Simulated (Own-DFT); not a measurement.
## Calculated data, InAs (zincblende, strongly disordered by large displacements), GaP (zincblende, strongly disordered by large displacements)

A calculation, not a measurement: plane-wave PBE density functional theory by an unreviewed code, no spin, of a simulated periodic cell, stress positive in tension, free energy of the whole cell less one offset for each atom, forces on such cells passed a denser k mesh, this cell's mesh not checked; broken bonds can close the gap or carry spin, so checks made on this kind of crystal may not hold here; offsets are fitted by least squares, one for each functional and potential file, so energies compare only between cells with the same atoms and settings and are not formation energies; the far tail of each file's local potential was reset to the Coulomb form; each entry is a single point on an unrelaxed cell, so the pressure reflects the starting lattice, mostly measured values (interpolated for alloys), from which strain is counted, and rises with the displacements; printed positions are rounded, which can move forces by about a meV/angstrom; the program, named Own-DFT, is a retired in-house code; no spin-orbit coupling. Program: Own-DFT development build.

Common to all runs: functional PBE; potential files PseudoDojo norm-conserving, scalar-relativistic, standard set; wave cutoff 42 hartree; occupations Fermi-Dirac; smearing width 0.1 eV; k mesh 3 x 3 x 3 centred on Gamma.

(1) 
```xyz
64
Lattice="12.1166 0.0000 0.0000 0.0000 12.1166 0.0000 0.0000 0.0000 12.1166" Properties=species:S:1:pos:R:3:force_x:R:1:force_y:R:1:force_z:R:1 formula=InAs hardware=one_NVIDIA_H200 free_energy_of_cell_above_offsets=0.120 pressure=9.55 stress_xx=-9.65 stress_yy=-8.93 stress_zz=-10.08 stress_yz=0.12 stress_xz=0.08 stress_xy=0.07 wall_time=1148
In     0.3250     0.0273     0.5068     -0.394     -0.023      -1.47
In    11.9841     3.1821     2.9159      2.574     -2.308      4.252
In     2.9440    11.5753     3.0800      3.062      3.226     -2.173
In     2.9125     3.0958    12.0538     -0.423      -1.38     -2.713
As     1.7553     1.7590     1.7612     -0.025     -1.023      0.675
As     1.8810     4.4740     4.8631     -4.089      3.025     -3.203
As     4.4050     1.4660     4.6515     -1.188     -0.685     -5.189
As     4.5902     4.1976     1.1801      2.312      2.062      2.689
In    12.1123     0.3520     6.0582      0.381     -3.987     -2.025
In     0.1138     2.6729     9.0390     -1.057      5.152      0.517
In     2.5721    12.1099     8.9768      5.141      1.718     -2.071
In     3.3027     3.0593     5.9261     -1.944       -2.6       1.19
As     1.2679     1.4219     7.5595      5.096      1.764     -1.101
As     1.5344     4.7433    10.4593     -1.146     -4.635      0.582
As     4.6153     1.7276    10.1702     -2.726      -2.76      3.056
As     4.6717     4.1805     7.3421     -0.233      3.576      2.449
In    12.0686     5.7836    11.9074      0.159      0.949      2.305
In     0.0640     9.1561     3.3233      0.381      0.715     -4.608
In     2.8793     5.8321     2.7212      3.646     -2.799      2.608
In     2.7748     9.2669     0.1960     -2.453     -2.925     -3.178
As     1.5765     7.3449     1.6411     -3.455      3.211     -2.361
As     1.4885    10.5717     4.5035     -1.488      0.896      4.174
As     4.5062     7.3629     4.5705     -0.185      1.042     -1.055
As     4.3904    10.3336     1.3634      3.602      2.815      2.003
In     0.2320     6.4057     5.9584     -1.108      -2.55     -0.438
In    11.9710     9.2274     9.1612     -0.215     -0.234     -0.833
In     2.6945     6.2286     9.1941      3.961      1.467     -0.989
In     2.8650     9.1108     6.0914      2.666      0.874     -1.798
As     1.7614     7.5293     7.4190     -2.157      0.733      2.024
As     1.5451    10.7524    10.4189     -2.535     -2.939      4.763
As     4.4285     7.7811    10.4439      0.855     -0.453      0.481
As     4.4438    10.5679     7.4729      0.703      1.006      0.395
In     6.0953     0.0676     0.1341     -1.689      0.112     -1.342
In     6.3450     3.0614     3.2559     -2.755     -0.551     -0.619
In     9.0954    11.8322     2.6070      -1.05      1.502      3.501
In     9.3887     2.9089    11.7880      -3.07      1.382      2.833
As     7.4145     1.3915     1.8000      1.448      0.722     -1.518
As     7.4548     4.7345     4.6406      0.204      0.242      0.044
As    10.7534     1.6391     4.7742     -3.628      2.581     -3.515
As    10.7336     4.3237     1.4041     -3.257      2.592     -1.719
In     5.9559     0.4708     5.9768      0.586     -3.498      1.505
In     6.0330     3.1492     8.9534      2.164      1.672      2.108
In     9.4136     0.0456     9.2364     -1.862       0.68       0.82
In     8.7160     3.3801     6.2905      0.287     -2.683     -0.576
As     7.2655     1.5868     7.6016      3.964     -0.595      0.946
As     7.7695     4.5391    10.7362     -0.815     -0.825     -0.843
As    10.9002     1.6509    10.6545      1.038     -4.106      0.662
As    10.2885     4.6468     7.5669      4.958     -0.865     -1.038
In     6.2299     5.9706    12.0532     -2.978     -0.444     -0.836
In     6.3097     9.2325     2.8691     -2.179      1.044      3.339
In     8.6021     5.7975     2.7587      1.715      1.381     -1.553
In     8.9057     8.7139    12.0544      1.872      2.572     -1.668
As     7.1703     7.8410     1.1911      0.102     -2.533      1.357
As     7.3419    10.9134     4.5815      1.868     -1.505     -0.533
As    10.8288     7.6751     4.3871     -2.814     -3.719      0.139
As    10.4657    10.5733     1.2044      2.311     -2.127      -0.74
In     5.9156     5.9494     6.2066     -0.777      1.649     -0.392
In     6.4041     9.0532     8.8370     -1.768      0.869      0.618
In     8.9940     5.8940     9.0204     -0.004      1.851      2.805
In     9.3301     8.7484     5.9792       -1.4      2.277      0.949
As     7.6924     7.3283     7.4827      -0.23      1.025     -0.519
As     7.5724    10.7261    10.6242      0.765     -0.659     -0.341
As    10.6858     7.4893    10.8612     -0.578      0.608     -2.497
As    10.5084    11.0877     7.3609     -0.144     -3.583     -0.333
```

Units: free_energy_of_cell_above_offsets in eV; pressure, stress_xx, stress_yy, stress_zz, stress_yz, stress_xz, stress_xy in GPa; wall_time in s; force_x, force_y, force_z in eV/Å.

(2) 
```xyz
64
Lattice="12.1166 0.0000 0.0000 0.0000 12.1166 0.0000 0.0000 0.0000 12.1166" Properties=species:S:1:pos:R:3:force_x:R:1:force_y:R:1:force_z:R:1 formula=InAs hardware=one_NVIDIA_H200 free_energy_of_cell_above_offsets=1.810 pressure=9.44 stress_xx=-10.27 stress_yy=-8.35 stress_zz=-9.71 stress_yz=-1.51 stress_xz=-1.9 stress_xy=3.01 wall_time=1146
In     0.1441     0.0822    11.9547     -1.402      2.784      5.174
In     0.0275     3.1171     3.2829      2.154     -0.422      0.328
In     3.3810     0.3582     2.9338      2.589     -1.456      2.259
In     3.1781     3.1391     0.2266     -5.227     -3.906     -4.193
As     1.5419     1.2479     1.9291     -3.226      2.846     -3.023
As     1.5319     4.9014     4.5147     -2.106     -2.987      3.967
As     4.8469     1.9668     4.5471     -0.661     -2.716      0.935
As     4.5447     4.2489     1.5407      2.536      4.604      2.633
In     0.0178    12.0884     6.0085      0.007      -1.89      6.623
In    11.9562     2.8642     9.0495     -3.516      2.186      2.758
In     3.2757     0.1002     9.1439     -2.349     -1.365     -0.212
In     3.2199     2.9969     6.2436       -1.9      0.199     -0.405
As     1.4916     1.7010     8.0758      3.649     -2.967     -3.964
As     1.3018     4.4293    10.5408      1.692      0.742      0.959
As     4.5978     1.3489    10.6975     -1.219      2.921     -0.368
As     4.5342     4.6978     7.5716      3.621     -3.959     -2.092
In     0.0685     6.1866     0.0770      3.621      -2.44      2.862
In     0.1017     9.3341     3.0164      1.394     -0.999      3.858
In     2.8877     5.8341     2.9628      2.215      2.931     -2.753
In     3.3817     9.1367     0.0705     -1.526     -0.119       -0.3
As     1.5448     7.9106     1.6858      1.762     -2.218     -1.652
As     1.5396    11.0076     4.6465      2.156     -1.734     -2.877
As     4.2158     7.8174     4.6495      1.437     -1.892       -1.3
As     4.6701    10.7287     1.5376      0.815     -0.569      1.376
In    11.7359     5.8979     6.1058      1.913      2.439     -1.515
In     0.2035     8.8852     9.0588     -5.132      5.433      4.791
In     3.2437     5.9269     8.8434     -4.372      3.767       4.96
In     3.2185     9.6631     5.9008     -6.982     -5.161     -7.838
As     1.3610     7.5573     7.8748       4.49     -4.954     -5.566
As     1.3043    10.7461    10.8305      4.855     -5.112     -4.387
As     4.9080     7.5175    10.8300     -2.168      1.906     -3.261
As     4.2219    10.5002     7.4468       6.76      5.371      9.169
In     5.9828     0.2096     0.0710      0.082     -4.402     -1.103
In     6.2499     3.2445     2.9546      1.967     -0.669     -0.035
In     8.8970     0.0341     2.9102       2.05     -0.245      0.081
In     8.7401     2.7461    11.9045      2.415        3.3     -0.873
As     7.5156     1.4532     1.2296      0.136      0.507      5.172
As     7.4951     4.4276     4.8829     -6.734      6.586     -6.304
As    11.1029     1.3165     4.5880     -5.338       3.17     -2.719
As    10.6329     4.2594     1.8477     -1.834      1.335     -2.874
In     6.1672    11.8419     5.9710     -2.578      3.027      2.155
In     5.9806     2.9652     9.2263     -3.553     -3.135     -3.872
In     9.1508     0.4117     8.9173      0.098     -2.143      0.572
In     8.9196     3.3707     5.9301      7.669     -6.617      5.497
As     7.4280     1.5799     7.5578     -0.236      0.381      -1.16
As     7.2395     4.2595    10.4688      4.341      4.614      3.192
As    10.5008     1.3065    10.9446     -0.529      1.431     -2.408
As    10.4950     4.6512     7.7249      1.058     -4.008     -1.225
In     5.9833     5.9059     0.0261      1.368     -1.504      1.635
In     6.2823     8.9806     3.3072     -1.627      0.219     -0.455
In     9.1032     6.0768     2.9827     -1.456     -1.325     -0.866
In     9.2453     9.0838     0.0950     -0.635     -0.023     -0.777
As     7.4421     7.6519     1.4933      0.686     -1.065          0
As     7.6550    10.6594     4.6642      1.421     -0.892      -2.38
As    10.5767     7.5373     4.2271      1.075      1.382      2.251
As    10.8859    10.4686     1.5546     -3.338      3.203     -2.333
In     5.8636     6.2207     6.0946       0.66      0.813     -0.579
In     6.0424     9.1728     8.7423      0.733     -0.565      1.442
In     9.1282     5.9279     9.0427      -2.13      1.677      3.549
In     9.0277     9.0292     5.9417      0.834     -1.765     -0.356
As     7.7153     7.4360     7.5955     -1.137      0.689     -0.784
As     7.6461    10.5455    10.4103      0.017      0.883      0.538
As    10.4656     7.0613    11.0634     -3.701      2.658     -3.303
As    10.2764    10.4626     7.5081      2.337      1.223      1.377
```

Units: free_energy_of_cell_above_offsets in eV; pressure, stress_xx, stress_yy, stress_zz, stress_yz, stress_xz, stress_xy in GPa; wall_time in s; force_x, force_y, force_z in eV/Å.

(3) 
```xyz
64
Lattice="10.9010 0.0000 0.0000 0.0000 10.9010 0.0000 0.0000 0.0000 10.9010" Properties=species:S:1:pos:R:3:force_x:R:1:force_y:R:1:force_z:R:1 formula=GaP hardware=one_NVIDIA_H100 free_energy_of_cell_above_offsets=44.973 pressure=20.83 stress_xx=-16.77 stress_yy=-22.73 stress_zz=-22.98 stress_yz=7.64 stress_xz=2.13 stress_xy=-1.22 wall_time=582.6
Ga     0.2381     0.7908    10.6053      2.393     -1.659      2.112
Ga     0.1364     2.9961     2.6081      1.758      -7.34      6.589
Ga     2.3273     0.1128     2.8018      3.289     -5.222      4.133
Ga     2.6040     2.4998     0.1870      6.183      7.189     -9.224
P      1.8536     1.4875     1.5284     -7.718     -1.673      2.864
P      1.5529     3.8247     3.8661      0.473      1.743      3.501
P      4.2082     1.1057     4.0976     -8.636      4.052     -4.235
P      4.6749     3.8672     1.7101     -3.205      10.36     -5.889
Ga    10.6597    10.5300     5.6266      2.178      5.038     -9.037
Ga     0.0752     2.9311     7.9797      0.763     -0.747      0.439
Ga     2.3388    10.8209     8.0408      1.977      1.265     -1.329
Ga     3.0031     2.8685     5.3284       -0.5     -1.974      0.052
P      1.1508     1.1235     6.3108      2.648      3.496      2.198
P      1.4546     4.5042     9.6597          0     -1.578     -0.495
P      4.6250     1.0595     9.5708     -3.527      -1.11       0.97
P      3.7765     4.4303     6.7000      5.923     -5.299     -2.545
Ga    10.5724     5.6801     0.0307      4.558     -2.374      3.117
Ga    10.4226     8.2548     3.1134      11.03     -0.021     -0.427
Ga     2.7776     5.1723     2.6275      1.345      1.955     -0.527
Ga     2.5113     8.9103    10.7392      7.861     -2.939      9.845
P      1.2661     6.8906     1.5812      0.477       0.57     -0.532
P      1.7373     9.7478     4.5332     -1.369     -1.207     -0.435
P      4.3774     6.5850     4.3225     -1.972     -1.338      1.399
P      4.5154     9.9274     1.2083     -2.631     -2.162       0.56
Ga    10.8919     4.8466     5.5133      8.228      5.204     -7.497
Ga     0.2311     7.4824     8.7080       7.74       3.43      -7.43
Ga     2.5790     5.6675     7.5843      3.076     -5.089      8.252
Ga     2.9532     8.0395     5.7724      1.031        0.9     -2.126
P      1.4137     6.8405     6.8214     -9.502      6.546     -5.188
P      1.4015     9.2916     9.3223     -6.611      3.122     -6.618
P      3.9346     6.7060     9.0672      1.655       1.56      1.132
P      4.5664     9.5961     6.3137     -2.585     -5.797      6.559
Ga     6.2930     0.0904     0.1508     -1.747     -7.555     -9.042
Ga     4.8817     2.2805     2.6178      1.589     -4.985      3.058
Ga     7.6450    10.7761     2.8414      7.353        6.2     -6.088
Ga     8.2398     3.4959     0.7645     -4.116     -2.786     -1.959
P      6.4379     1.3637     1.4706      5.348      7.294      6.255
P      6.8378     4.0012     4.6844     -2.607      0.846     -2.517
P      9.5728     1.4282     3.8805      1.061     -1.823     -1.355
P     10.2633     3.8935     1.2010     -3.005      4.083     -7.301
Ga     5.2117     0.2392     5.3730      9.621      0.545      3.709
Ga     5.6826     2.2063     8.1345      1.061      2.369     -1.186
Ga     8.7912    10.5496     8.7870      0.381     -6.249     -6.262
Ga     8.4504     2.7712     5.1251      4.398       0.92     -0.273
P      7.0700     1.8155     6.3362     -3.829     -2.678      2.531
P      6.5363     3.8856     9.7774      1.742      1.313     -0.166
P      9.4981     1.2276     9.4127      1.782      11.12      2.559
P      9.5614     4.2542     6.6373     -7.793     -3.242      7.617
Ga     5.0993     5.6390    10.7648      0.568     -1.635     -0.438
Ga     5.1856     7.5786     2.6252     -5.238      6.108      5.852
Ga     7.9681     5.3654     2.1055      -0.64      1.136      2.416
Ga     8.0176     8.2773     0.2341       1.13      0.195      0.856
P      6.3383     6.9827     1.2925      6.826     -3.078     -7.406
P      6.6685     9.7121     3.9811     -5.618     -7.754      7.287
P      9.5441     7.1317     4.2556     -3.743     -9.824      6.276
P      9.5718     9.3636     1.9171     -5.786      8.049      -9.17
Ga     6.1103     5.4771     6.1104     -0.799     -3.568     -4.712
Ga     5.8619     8.4898     8.2746     -6.165      6.733     -0.487
Ga     7.9550     5.7881     8.2378      0.369     -1.232      0.873
Ga     7.8408     7.7190     5.4528     -1.402      1.609      0.945
P      5.8486     6.8237     7.4946     -0.747     -5.904      0.735
P      7.2023     9.4396     9.2613      1.222      2.026      6.414
P      9.6952     7.0112     9.7557     -12.42     -0.041      2.774
P     10.0008     9.5237     7.0186     -5.127     -7.092      8.016
```

Units: free_energy_of_cell_above_offsets in eV; pressure, stress_xx, stress_yy, stress_zz, stress_yz, stress_xz, stress_xy in GPa; wall_time in s; force_x, force_y, force_z in eV/Å.
